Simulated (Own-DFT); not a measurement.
# Strain and stress in bcc W, 16 atoms (W16)

All numbers below are calculated, not measured. They come from Own-DFT, an in-house plane-wave density functional program, since retired, whose code no person has reviewed. Each row is one single-point run on a periodic cell that was not relaxed, without spin or spin-orbit coupling.

Settings of every run: PBE; PseudoDojo norm-conserving scalar-relativistic files; cutoff 50 hartree; 5 x 5 x 5 k mesh centred on Gamma; cold (Marzari-Vanderbilt) smearing of 0.2 eV.

Known limits: forces on such cells failed a check on a denser k mesh; stress not checked against mesh or cutoff.

Unstrained cell vectors in Å: (6.330, 0.000, 0.000); (0.000, 6.330, 0.000); (0.000, 0.000, 6.330). The unstrained cell has measured lattice constants (interpolated for alloys), not those of this functional. That, the random moves and any unrelaxed bonds set the pressure at no strain. Each run strains this cell uniformly, with the atoms carried along. Every atom was also moved at random, by a Gaussian of width 0.05 Å on each axis. Strain is the symmetric tensor, in per cent. Stress is positive in tension, and the pressure is minus a third of its trace.

| run | e_xx (%) | e_yy (%) | e_zz (%) | e_yz (%) | e_xz (%) | e_xy (%) | s_xx (GPa) | s_yy (GPa) | s_zz (GPa) | s_yz (GPa) | s_xz (GPa) | s_xy (GPa) | P (GPa) | E (meV/atom) |
|---|---|---|---|---|---|---|---|---|---|---|---|---|---|---|
| 1 | -1.76 | 0.28 | -0.29 | 0.99 | 1.02 | 1.79 | -18.46 | -11.14 | -13.51 | 3.12 | 2.79 | 5.61 | 14.37 | 46.7 |
| 2 | 1.39 | 0.35 | -0.08 | -1.73 | -1.22 | -1.67 | -0.26 | -3.29 | -5.13 | -5.62 | -4.37 | -5.57 | 2.90 | 15.9 |
| 3 | 1.46 | -1.62 | 0.90 | 0.13 | -0.84 | 0.88 | -1.76 | -11.43 | -3.01 | 0.40 | -2.75 | 2.53 | 5.40 | 17.0 |
| 4 | -1.78 | 0.48 | -1.57 | -0.39 | -1.28 | -1.17 | -20.66 | -12.67 | -19.35 | -1.74 | -4.26 | -4.38 | 17.56 | 41.2 |
| 5 | 0.55 | 0.73 | 0.99 | 1.32 | -0.05 | -1.70 | -1.36 | -0.31 | -0.08 | 3.86 | 0.36 | -4.40 | 0.58 | 0.0 |
| 6 | 0.66 | 0.01 | 0.78 | -0.10 | -1.97 | -0.42 | -2.49 | -4.46 | -2.60 | -0.58 | -5.84 | -1.43 | 3.19 | 7.5 |
| 7 | -1.64 | -0.46 | -0.15 | -1.08 | -1.54 | -0.69 | -18.39 | -14.35 | -13.34 | -3.93 | -5.49 | -2.69 | 15.36 | 38.7 |
| 8 | 0.38 | -1.21 | -0.47 | 0.49 | 1.37 | 0.14 | -9.13 | -15.18 | -11.98 | 1.44 | 4.51 | 0.52 | 12.10 | 22.1 |
| 9 | 1.82 | -0.38 | -0.92 | -0.68 | -1.60 | -1.49 | -0.56 | -7.57 | -9.29 | -2.55 | -5.04 | -4.85 | 5.80 | 2.9 |
| 10 | -1.00 | -1.18 | 0.68 | -1.04 | 0.84 | 0.22 | -15.02 | -15.80 | -10.18 | -3.85 | 3.17 | 1.63 | 13.67 | 54.2 |
| 11 | -1.79 | -1.15 | 0.04 | 0.78 | -0.09 | -0.71 | -20.61 | -18.43 | -15.16 | 2.37 | -0.22 | -1.70 | 18.06 | 62.8 |
| 12 | 0.84 | 1.39 | -1.73 | 0.15 | 1.90 | 1.87 | -4.87 | -4.60 | -14.06 | -0.14 | 5.37 | 5.57 | 7.84 | 68.7 |
| 13 | 1.65 | 1.26 | -0.79 | -1.02 | -1.34 | -0.90 | 1.17 | 0.39 | -6.02 | -3.40 | -4.26 | -2.87 | 1.49 | 19.6 |
| 14 | 1.24 | -1.78 | -1.87 | 1.82 | -1.66 | -1.27 | -10.79 | -20.79 | -20.89 | 5.24 | -5.27 | -3.86 | 17.49 | 83.3 |
| 15 | 1.26 | -1.90 | -2.00 | -1.30 | -1.51 | -1.72 | ? | ? | ? | ? | ? | ? | ? | ? |

E is the free energy for each atom above the lowest run shown.

## Worked fit

Each stress component was fitted by least squares to a constant and the strains of the runs shown, as fractions, with shears doubled. Shear strains stay in the fit of a normal stress only where such slopes are resolved. The slopes, in GPa:

| stress | at no strain | per e_xx | per e_yy | per e_zz | scatter |
|---|---|---|---|---|---|
| s_xx | -8.3 | 550 ± 10 | 220 ± 14 | 247 ± 15 | 0.53 |
| s_yy | -8.1 | 218 ± 14 | 553 ± 19 | 270 ± 21 | 0.70 |
| s_zz | -8.3 | 228 ± 15 | 219 ± 20 | 564 ± 22 | 0.74 |

Each shear stress against twice its own strain: yz 160 ± 4, xz 163 ± 6, xy 144 ± 6 GPa. These are stiffnesses along x, y and z of the frame in which the cell vectors are given, which need not be the crystal's axes. The atoms are held to the strained lattice; where symmetry lets them move under strain, relaxing them would lower some slopes. The table should be nearly symmetric about its diagonal, and what it lacks of that shows the noise. A ninth of its sum, 341 ± 9 GPa, estimates the bulk modulus near the mean pressure of these runs, 9.7 GPa, so it lies above the value at zero pressure.

## Withheld run

Question: what normal stresses and pressure should run 15 give?

The fit gives s_xx = -10.5, s_yy = -21.3, s_zz = -20.9 and P = 17.6 GPa. The calculation gave -12.73, -20.82, -21.55 and P = 18.37 GPa. This run lies off the fit, by chance or by something that the fit leaves out.
